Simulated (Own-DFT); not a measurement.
Al3GaN4 (wurtzite random alloy, strained, atoms displaced), SiGe3 (diamond-structure random alloy, atoms displaced) (calculated)

A calculation, not a measurement: plane-wave PBEsol density functional theory by an unreviewed code, no spin, of a simulated periodic cell, stress positive in tension, free energy of the whole cell less one offset for each atom, forces on such cells passed a denser k mesh, this cell's mesh not checked; offsets are fitted by least squares, one for each functional and potential file, so energies compare only between cells with the same atoms and settings and are not formation energies; the far tail of each file's local potential was reset to the Coulomb form; each entry is a single point on an unrelaxed cell, so the pressure reflects the starting lattice, mostly measured values, from which strain is counted, and rises with the displacements; printed positions are rounded, which can move forces by about a meV/angstrom; the program is a retired in-house code; no spin-orbit coupling. Program: Own-DFT development build.

Common to all runs: functional PBEsol; potential files PseudoDojo norm-conserving, scalar-relativistic, made for PBE, standard set; wave cutoff 42 hartree; occupations Fermi-Dirac; smearing width 0.1 eV.

```json
{"entry": 1, "formula": "Al3GaN4", "kind": "wurtzite random alloy, strained, atoms displaced", "structure": {"cell_angstrom": [[9.6286, 0.0, 0.0], [-4.8143, 8.3386, 0.0], [0.0, 0.0, 10.0655]], "atoms_fractional": [["Ga", 0.11292, 0.22724, 0.99412], ["Al", 0.22709, 0.11284, 0.24938], ["N", 0.11441, 0.21983, 0.19587], ["N", 0.22239, 0.11333, 0.44585], ["Al", 0.11385, 0.22343, 0.49808], ["Ga", 0.22525, 0.11513, 0.75375], ["N", 0.11939, 0.2174, 0.69301], ["N", 0.22054, 0.10881, 0.93877], ["Al", 0.11097, 0.55148, 0.99393], ["Al", 0.22437, 0.45101, 0.25745], ["N", 0.11271, 0.55645, 0.18586], ["N", 0.21942, 0.44668, 0.44827], ["Ga", 0.12558, 0.56384, 0.49069], ["Al", 0.22753, 0.44141, 0.73997], ["N", 0.11478, 0.5656, 0.69496], ["N", 0.22519, 0.44678, 0.93849], ["Ga", 0.1181, 0.89675, 0.99805], ["Al", 0.22933, 0.77816, 0.2565], ["N", 0.1043, 0.88534, 0.19268], ["N", 0.22373, 0.77116, 0.44508], ["Al", 0.11, 0.88011, 0.49355], ["Ga", 0.21878, 0.77496, 0.7552], ["N", 0.11093, 0.90134, 0.69172], ["N", 0.23838, 0.78778, 0.94025], ["Al", 0.44416, 0.22793, 0.99555], ["Al", 0.55017, 0.1064, 0.24995], ["N", 0.44088, 0.21947, 0.18363], ["N", 0.55091, 0.11293, 0.44115], ["Al", 0.44403, 0.22365, 0.49536], ["Al", 0.56126, 0.11472, 0.75076], ["N", 0.45481, 0.23085, 0.68199], ["N", 0.55175, 0.1071, 0.9354], ["Ga", 0.44715, 0.55959, 0.0055], ["Ga", 0.55689, 0.45159, 0.2535], ["N", 0.44982, 0.55448, 0.19164], ["N", 0.559, 0.4495, 0.43693], ["Al", 0.44737, 0.55951, 0.50347], ["Al", 0.56265, 0.44662, 0.75153], ["N", 0.43916, 0.56463, 0.69293], ["N", 0.54517, 0.43594, 0.94347], ["Al", 0.44995, 0.89071, 0.99873], ["Al", 0.55727, 0.7756, 0.25386], ["N", 0.43918, 0.88605, 0.192], ["N", 0.55003, 0.77537, 0.44872], ["Al", 0.44319, 0.88205, 0.4945], ["Al", 0.55661, 0.78806, 0.75136], ["N", 0.43284, 0.87817, 0.69229], ["N", 0.54583, 0.77882, 0.94412], ["Ga", 0.78156, 0.22548, 0.99095], ["Al", 0.89008, 0.10818, 0.24855], ["N", 0.77389, 0.21622, 0.18832], ["N", 0.8893, 0.11483, 0.43255], ["Al", 0.7821, 0.22758, 0.4982], ["Ga", 0.8903, 0.11743, 0.74992], ["N", 0.77795, 0.22516, 0.69409], ["N", 0.89651, 0.11613, 0.93795], ["Al", 0.78249, 0.55201, 0.0043], ["Al", 0.88815, 0.44624, 0.24398], ["N", 0.78913, 0.56458, 0.19219], ["N", 0.88846, 0.44167, 0.44287], ["Al", 0.77576, 0.55789, 0.4991], ["Al", 0.89132, 0.44254, 0.74665], ["N", 0.77111, 0.55483, 0.69754], ["N", 0.89567, 0.44069, 0.94445], ["Al", 0.77996, 0.88819, 0.99987], ["Al", 0.90405, 0.79702, 0.2576], ["N", 0.77546, 0.88883, 0.19076], ["N", 0.89329, 0.77584, 0.44455], ["Al", 0.77496, 0.88777, 0.49892], ["Al", 0.8889, 0.78218, 0.7619], ["N", 0.77555, 0.8875, 0.68477], ["N", 0.8785, 0.78054, 0.93687]]}, "settings": {"hardware": "one NVIDIA H100", "k_mesh": "4 x 4 x 3 centred on Gamma"}, "results": {"free_energy_of_cell_above_offsets [eV]": "-23.141", "pressure [GPa]": -6.09, "stress_xx [GPa]": 8.72, "stress_yy [GPa]": 8.4, "stress_zz [GPa]": 1.15, "stress_yz [GPa]": 0.49, "stress_xz [GPa]": 0.43, "stress_xy [GPa]": 0.21, "force_element": ["Ga", "Al", "N", "N", "Al", "Ga", "N", "N", "Al", "Al", "N", "N", "Ga", "Al", "N", "N", "Ga", "Al", "N", "N", "Al", "Ga", "N", "N", "Al", "Al", "N", "N", "Al", "Al", "N", "N", "Ga", "Ga", "N", "N", "Al", "Al", "N", "N", "Al", "Al", "N", "N", "Al", "Al", "N", "N", "Ga", "Al", "N", "N", "Al", "Ga", "N", "N", "Al", "Al", "N", "N", "Al", "Al", "N", "N", "Al", "Al", "N", "N", "Al", "Al", "N", "N"], "force_x [eV/angstrom]": [0.71, -0.426, -0.445, 0.429, -0.366, 1.583, -2.299, 0.545, 0.978, 0.138, 0.273, 2.53, -2.64, -1.182, 0.052, -0.327, 0.044, -1.297, 2.066, -0.42, -0.122, -0.627, 0.104, -1.57, 0.353, 0.337, 0.495, 0.902, 0.022, -1.31, 0.147, -0.148, -0.369, 1.58, -1.981, -0.553, -0.011, -1.816, 2.087, 1.541, -0.917, -0.368, 1.017, 1.156, -0.718, -0.074, 1.442, 2.359, -0.479, -0.473, -0.02, 0.204, -0.413, 0.977, 0.002, -0.725, -0.913, 0.496, -0.45, -0.482, 0.891, -0.326, 1.627, -1.227, -1.378, -1.507, 0.456, -0.995, 0.521, 0.187, -0.246, 1.367], "force_y [eV/angstrom]": [0.124, -0.034, 0.649, -0.588, -0.711, -0.349, 1.913, 1.329, 1.199, -1.105, 0.122, -0.908, -1.937, 0.559, -2.887, 0.22, -1.386, -0.534, 1.213, 2.787, 1.563, 1.495, -2.295, -1.447, -1.671, 0.804, -0.107, -0.634, 0.063, -0.933, -0.09, 0.65, -0.502, -1.014, 1.062, -0.109, -0.568, -0.354, -0.326, 1.627, 0.622, 0.356, 0.071, 0.041, 1.589, -1.061, 2.273, 0.679, -1.464, 0.861, 0.44, -0.53, -0.763, -0.869, 0.165, -1.555, 0.386, -0.657, 0.187, 0.849, -0.509, 1.153, 0.838, 1.796, 0.573, -2.282, -0.105, 0.364, 0.599, 0.067, 0.069, -1.077], "force_z [eV/angstrom]": [1.177, 0.142, 0.08, -1.235, 0.264, -1.281, -1.441, 1.16, 0.422, -1.351, 1.004, -1.043, 2.493, 1.276, -0.631, -0.623, 0.254, -1.634, 0.613, -1.53, 1.973, -0.814, -0.574, 1.586, 0.414, -0.468, 0.905, -0.189, 0.38, -1.18, 1.219, 0.631, -1.379, -1.512, 1.485, 2.026, 0.476, 0.05, -0.37, -0.636, 0.537, -0.499, 0.411, -1.602, 1.782, -0.217, -1.096, -0.492, 1.381, -0.814, 0.544, 1.764, -0.216, -0.841, -0.965, 0.704, -0.553, 0.656, -0.018, -0.582, 0.536, 0.081, -0.675, -1.227, 0.158, -0.819, 0.487, -0.348, -0.03, -3.531, 1.111, 2.233], "wall_time [s]": 591.4}}
{"entry": 2, "formula": "SiGe3", "kind": "diamond-structure random alloy, atoms displaced", "structure": {"cell_angstrom": [[11.2025, 0.0, 0.0], [0.0, 11.2025, 0.0], [0.0, 0.0, 11.2025]], "atoms_fractional": [["Ge", 0.00345, 0.99971, 0.00029], ["Ge", 0.99935, 0.24937, 0.24971], ["Ge", 0.24811, 0.9961, 0.25386], ["Ge", 0.25286, 0.25013, 0.99878], ["Ge", 0.12705, 0.12588, 0.12291], ["Ge", 0.12085, 0.37471, 0.37654], ["Si", 0.37426, 0.12307, 0.37271], ["Ge", 0.37005, 0.37396, 0.12307], ["Ge", 0.99705, 0.00112, 0.49879], ["Ge", 0.9967, 0.25168, 0.7511], ["Ge", 0.24907, 0.00099, 0.75231], ["Ge", 0.25109, 0.25449, 0.49724], ["Si", 0.13045, 0.12382, 0.62898], ["Ge", 0.12578, 0.37747, 0.87428], ["Ge", 0.37527, 0.12387, 0.87062], ["Ge", 0.37299, 0.37317, 0.62158], ["Si", 0.99996, 0.5022, 0.00212], ["Ge", 0.0027, 0.75341, 0.25315], ["Ge", 0.25112, 0.50208, 0.24987], ["Si", 0.25389, 0.75112, 0.99595], ["Ge", 0.1242, 0.6232, 0.12396], ["Ge", 0.13021, 0.87311, 0.37559], ["Ge", 0.37173, 0.62436, 0.37607], ["Ge", 0.37781, 0.87824, 0.12432], ["Si", 0.00064, 0.49954, 0.49792], ["Si", 0.00224, 0.75188, 0.75108], ["Si", 0.25034, 0.49939, 0.74785], ["Ge", 0.24935, 0.74735, 0.5046], ["Ge", 0.1257, 0.62201, 0.62072], ["Ge", 0.12613, 0.87289, 0.87425], ["Ge", 0.37615, 0.62521, 0.86857], ["Si", 0.37359, 0.87564, 0.62557], ["Ge", 0.49686, 0.99789, 0.00268], ["Ge", 0.50013, 0.25313, 0.24728], ["Ge", 0.75159, 0.00492, 0.25175], ["Ge", 0.74767, 0.24295, 0.00223], ["Ge", 0.63192, 0.12435, 0.12728], ["Si", 0.62872, 0.37398, 0.376], ["Si", 0.87805, 0.12617, 0.37928], ["Ge", 0.87625, 0.37359, 0.1217], ["Ge", 0.49755, 0.0027, 0.49927], ["Si", 0.49805, 0.24708, 0.7493], ["Ge", 0.75214, 0.99685, 0.752], ["Ge", 0.74723, 0.24999, 0.49687], ["Si", 0.62887, 0.12367, 0.62552], ["Ge", 0.62541, 0.37786, 0.87279], ["Ge", 0.87198, 0.12346, 0.87521], ["Ge", 0.88012, 0.37437, 0.62674], ["Si", 0.49405, 0.50016, 0.00387], ["Ge", 0.50564, 0.75188, 0.24978], ["Ge", 0.74957, 0.4984, 0.24816], ["Ge", 0.74906, 0.74637, 0.00385], ["Ge", 0.62296, 0.62823, 0.12428], ["Ge", 0.62829, 0.87243, 0.37624], ["Ge", 0.87334, 0.62243, 0.37397], ["Ge", 0.87597, 0.8758, 0.12352], ["Ge", 0.49987, 0.49959, 0.49685], ["Si", 0.50145, 0.75123, 0.74683], ["Si", 0.74642, 0.49984, 0.7504], ["Ge", 0.74818, 0.75172, 0.50326], ["Ge", 0.62277, 0.6248, 0.62491], ["Si", 0.62434, 0.87102, 0.87445], ["Ge", 0.87878, 0.62091, 0.87081], ["Ge", 0.87671, 0.87647, 0.62276]]}, "settings": {"hardware": "one NVIDIA H200", "k_mesh": "3 x 3 x 3 centred on Gamma"}, "results": {"free_energy_of_cell_above_offsets [eV]": "-1.870", "pressure [GPa]": 0.57, "stress_xx [GPa]": -0.54, "stress_yy [GPa]": -0.58, "stress_zz [GPa]": -0.6, "stress_yz [GPa]": 0.39, "stress_xz [GPa]": -0.24, "stress_xy [GPa]": -0.44, "force_element": ["Ge", "Ge", "Ge", "Ge", "Ge", "Ge", "Si", "Ge", "Ge", "Ge", "Ge", "Ge", "Si", "Ge", "Ge", "Ge", "Si", "Ge", "Ge", "Si", "Ge", "Ge", "Ge", "Ge", "Si", "Si", "Si", "Ge", "Ge", "Ge", "Ge", "Si", "Ge", "Ge", "Ge", "Ge", "Ge", "Si", "Si", "Ge", "Ge", "Si", "Ge", "Ge", "Si", "Ge", "Ge", "Ge", "Si", "Ge", "Ge", "Ge", "Ge", "Ge", "Ge", "Ge", "Ge", "Si", "Si", "Ge", "Ge", "Si", "Ge", "Ge"], "force_x [eV/angstrom]": [-0.3, -0.122, 0.567, -0.391, 0.064, 0.241, 0.038, 0.602, 1.113, 0.891, 0.107, -0.308, -0.757, -0.158, 0.412, 0.526, 0.12, -0.308, -0.548, -0.144, 0.282, -0.669, 0.653, -0.747, -0.356, -0.101, -0.012, 0.51, -0.592, 0.056, 0.031, 0.326, 1.13, 0.128, 0.699, 0.338, -1.451, -0.608, -0.412, -0.069, 0.196, 0.64, -0.705, 0.519, -0.606, -0.718, 0.533, -0.986, 0.483, -0.877, -0.244, 0.377, -0.271, -0.265, 0.278, -0.068, 0.258, -0.187, 0.636, 0.462, 0.066, -0.164, -0.305, 0.166], "force_y [eV/angstrom]": [0.026, -0.242, 0.777, -0.196, -0.136, 0.369, 0.524, 0.419, 0.318, -0.784, -0.522, -1.283, 0.512, 0.282, 0.216, 0.269, -0.398, -0.481, -0.452, -0.305, 0.713, 0.011, 0.475, -0.936, 0.081, -0.381, -0.035, 0.544, -0.146, -0.169, -0.015, -0.046, 0.49, -0.351, -0.565, 1.119, -0.184, 0.275, 0.212, 0.106, -0.172, 0.251, -0.054, -0.208, 0.139, -0.409, -0.017, 0.726, 0.153, -0.088, -0.158, 0.409, -1.091, 0.818, 0.279, 0.077, -0.34, 0.366, 0.026, -0.557, -0.078, 0.028, 0.28, -0.491], "force_z [eV/angstrom]": [-0.299, 0.127, -0.558, -0.498, 0.443, -0.321, -0.029, 0.237, 0.27, 0.083, -0.592, -0.016, -0.628, 0.229, 0.516, 0.811, -0.422, -0.354, 0.076, 0.371, -0.31, 0.678, -0.278, 0.341, 0.181, -0.582, -0.139, -0.108, 0.898, 0.238, 0.377, 0.176, -0.839, 0.575, 0.571, -0.709, 0.015, -0.449, -0.582, -0.081, 0.286, -0.502, -0.204, 0.533, 0.233, 0.536, 0.145, -0.542, -0.631, 0.278, -0.004, -1.078, -0.001, -0.02, 0.352, 0.375, 0.011, 0.107, -0.436, -0.135, 0.281, 0.164, 0.227, 0.609], "wall_time [s]": 610.2}}
{"entry": 3, "formula": "SiGe3", "kind": "diamond-structure random alloy, atoms displaced", "structure": {"cell_angstrom": [[11.2025, 0.0, 0.0], [0.0, 11.2025, 0.0], [0.0, 0.0, 11.2025]], "atoms_fractional": [["Ge", 0.0001, 0.99553, 0.99613], ["Si", 0.00274, 0.24984, 0.25493], ["Si", 0.24962, 0.99938, 0.25224], ["Ge", 0.24711, 0.24689, 0.99683], ["Si", 0.12437, 0.12226, 0.12553], ["Ge", 0.12622, 0.37551, 0.37921], ["Ge", 0.37728, 0.12621, 0.37384], ["Ge", 0.37594, 0.37469, 0.12869], ["Ge", 0.00075, 0.9948, 0.49909], ["Ge", 0.0035, 0.24685, 0.74526], ["Ge", 0.25299, 0.00096, 0.74842], ["Ge", 0.25193, 0.24816, 0.50041], ["Si", 0.12115, 0.12261, 0.6268], ["Ge", 0.12686, 0.37553, 0.8715], ["Ge", 0.37771, 0.12992, 0.87336], ["Ge", 0.37761, 0.37829, 0.62466], ["Si", 0.00267, 0.49694, 0.00434], ["Ge", 0.99847, 0.74723, 0.2488], ["Ge", 0.25688, 0.50301, 0.25061], ["Si", 0.24837, 0.74954, 0.99854], ["Si", 0.12875, 0.62575, 0.12528], ["Si", 0.12723, 0.87605, 0.37131], ["Si", 0.37945, 0.62538, 0.37361], ["Ge", 0.37499, 0.8774, 0.12306], ["Ge", 0.00059, 0.50196, 0.50359], ["Ge", 0.99965, 0.74695, 0.75248], ["Ge", 0.24651, 0.50006, 0.75219], ["Si", 0.25318, 0.75162, 0.49691], ["Ge", 0.12328, 0.62233, 0.6243], ["Ge", 0.12345, 0.87605, 0.87525], ["Ge", 0.3803, 0.63001, 0.87533], ["Si", 0.37402, 0.8747, 0.62731], ["Ge", 0.4997, 0.0016, 0.99821], ["Si", 0.49781, 0.2499, 0.25193], ["Ge", 0.75547, 0.00275, 0.25005], ["Ge", 0.74964, 0.25484, 0.99863], ["Ge", 0.62676, 0.12453, 0.1249], ["Si", 0.6266, 0.374, 0.37459], ["Si", 0.86823, 0.12824, 0.36969], ["Ge", 0.87778, 0.37842, 0.12555], ["Ge", 0.5015, 0.9999, 0.50423], ["Si", 0.49897, 0.25434, 0.75178], ["Ge", 0.75531, 0.99347, 0.74877], ["Ge", 0.75039, 0.2475, 0.50056], ["Ge", 0.62634, 0.1273, 0.62175], ["Ge", 0.62194, 0.37584, 0.87998], ["Ge", 0.87337, 0.12264, 0.87568], ["Ge", 0.8729, 0.37854, 0.62286], ["Ge", 0.49848, 0.5015, 0.00157], ["Ge", 0.50004, 0.74819, 0.25373], ["Ge", 0.7576, 0.50209, 0.25055], ["Ge", 0.75174, 0.74534, 0.00045], ["Ge", 0.62314, 0.62385, 0.1212], ["Ge", 0.62781, 0.87753, 0.37756], ["Ge", 0.87391, 0.62659, 0.36985], ["Ge", 0.87086, 0.87194, 0.1247], ["Ge", 0.50227, 0.49487, 0.49825], ["Ge", 0.50175, 0.7465, 0.75046], ["Ge", 0.75164, 0.50297, 0.74666], ["Ge", 0.75173, 0.75185, 0.49978], ["Si", 0.62529, 0.62247, 0.62495], ["Ge", 0.62607, 0.87899, 0.87605], ["Ge", 0.87402, 0.6254, 0.86979], ["Ge", 0.87241, 0.87565, 0.62567]]}, "settings": {"hardware": "one NVIDIA H200", "k_mesh": "3 x 3 x 3 centred on Gamma"}, "results": {"free_energy_of_cell_above_offsets [eV]": "-1.656", "pressure [GPa]": 0.68, "stress_xx [GPa]": -0.67, "stress_yy [GPa]": -0.69, "stress_zz [GPa]": -0.68, "stress_yz [GPa]": -0.37, "stress_xz [GPa]": 0.56, "stress_xy [GPa]": -0.28, "force_element": ["Ge", "Si", "Si", "Ge", "Si", "Ge", "Ge", "Ge", "Ge", "Ge", "Ge", "Ge", "Si", "Ge", "Ge", "Ge", "Si", "Ge", "Ge", "Si", "Si", "Si", "Si", "Ge", "Ge", "Ge", "Ge", "Si", "Ge", "Ge", "Ge", "Si", "Ge", "Si", "Ge", "Ge", "Ge", "Si", "Si", "Ge", "Ge", "Si", "Ge", "Ge", "Ge", "Ge", "Ge", "Ge", "Ge", "Ge", "Ge", "Ge", "Ge", "Ge", "Ge", "Ge", "Ge", "Ge", "Ge", "Ge", "Si", "Ge", "Ge", "Ge"], "force_x [eV/angstrom]": [-0.221, -0.203, -0.054, 0.053, -0.149, 0.053, -0.213, -0.073, -0.181, -0.669, -0.366, -0.324, 0.752, -0.771, -0.017, -0.429, 0.251, 0.896, -0.768, 0.097, -0.152, 0.081, -0.343, -0.502, -0.443, 0.199, 0.984, -0.083, 0.72, 0.767, -1.179, 0.124, 0.061, 0.867, -0.693, 0.26, -0.339, 0.108, 1.494, 0.526, -0.495, 0.495, -0.968, -0.015, -0.254, 0.109, 0.274, 0.374, -0.261, 0.249, -1.518, -0.479, 0.359, -0.166, 0.504, 0.64, 0.304, 0.388, -0.84, -0.451, -0.017, 0.072, 0.587, 0.988], "force_y [eV/angstrom]": [0.614, -0.244, 0.316, 0.208, -0.017, 0.102, -0.464, -0.497, 0.849, 0.338, 0.078, -0.217, -0.242, -0.224, -0.254, -0.506, 0.77, 0.497, 0.146, 0.112, -0.211, -0.494, 0.028, -0.429, -0.1, 0.584, 0.503, -0.07, 0.948, -0.537, -0.485, -0.439, 0.227, 0.196, -0.32, -0.47, 0.476, -0.266, 0.012, -0.767, -0.2, -0.13, 1.197, 0.596, -0.136, 0.26, 0.4, -0.663, -0.272, 0.437, -0.526, 0.386, 0.043, 0.013, 0.061, 0.153, 0.858, 0.788, -0.401, -0.637, 0.264, -0.768, -0.679, -0.793], "force_z [eV/angstrom]": [1.037, -0.568, -0.448, 0.77, 0.364, -0.419, -0.016, -0.462, -0.483, 0.386, -0.023, 0.571, -0.742, 0.676, -0.194, 0.443, -0.636, -0.236, 0.207, 0.267, -0.349, 0.246, 0.813, 0.316, -0.886, -0.606, -0.274, 0.044, -0.049, -0.291, 0.313, -0.411, 0.13, -0.11, -0.118, 0.393, 0.219, -0.438, 0.699, 0.193, -0.174, -0.41, 0.184, -0.698, 1.303, -0.995, -0.237, 0.153, 0.012, -0.464, -0.242, -0.393, 0.853, -0.313, 1.214, -0.105, -0.243, -0.685, 0.329, 0.228, -0.479, -0.063, 1.165, -0.267], "wall_time [s]": 589.5}}
```
